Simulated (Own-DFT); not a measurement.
# What a defect does to the pressure of its cell: grey tin

Everything here is calculated. The program is Own-DFT (plane waves, in-house, since retired, never reviewed by a person); positions were held fixed, and spin and spin-orbit coupling were off.

Common settings: PBE; PseudoDojo norm-conserving scalar-relativistic files; cutoff 42 hartree; 3 x 3 x 3 k mesh centred on Gamma; cold (Marzari-Vanderbilt) smearing of 0.2 eV.

Limits (not all hold for every row): not probed for a lower state with spin; forces on such cells moved up to 12 meV/angstrom on a denser k mesh; stress not checked against mesh or cutoff.

All runs share one cell, with vectors in Å (12.978, 0.000, 0.000); (0.000, 12.978, 0.000); (0.000, 0.000, 12.978) and a volume of 2185.9 Å³. u is the rms random offset of the atoms per axis. The defect's site can differ from row to row.

| cell | formula | u (Å) | P (GPa) |
|---|---|---|---|
| no defect | Sn64 | 0.0208 | 3.38 |
| no defect | Sn64 | 0.0213 | 3.38 |
| no defect | Sn64 | 0.0477 | 3.57 |
| two Sn vacancies | Sn62 | 0.0276 | 3.10 |
| two Sn vacancies | Sn62 | 0.0490 | 3.31 |
| two Sn vacancies | Sn62 | 0.0501 | 3.25 |
| one Sn vacancy | Sn63 | 0.0287 | 3.24 |
| one Sn vacancy | Sn63 | 0.0299 | 3.19 |
| one Sn vacancy | Sn63 | 0.0478 | 3.36 |
| one Sn vacancy | Sn63 | 0.0524 | ? |

## Working it out

P = P0 + c u² + a shift for each defect gives P0 = 3.34 GPa, c = 102 ± 12 GPa/Å² and a scatter of 0.03 GPa. The shifts, and each times the cell's volume:

- one Sn vacancy: -0.21 ± 0.02 GPa, -2.8 eV
- two Sn vacancies: -0.30 ± 0.03 GPa, -4.2 eV (-2.1 eV for each of its 2 sites)

Positive is outwards. The product with the volume (160.2 GPa Å³ to the eV) is nearly free of the cell's size; divided by the bulk modulus at the cell's pressure it gives the volume that the defect adds. The atoms around the defects weren't relaxed, which would change these numbers.

## The run left out

The question: what pressure belongs in the blank (one Sn vacancy, u = 0.0524 Å)?

The fit gives 3.41 ± 0.04 GPa. The calculation gave 3.47 GPa.
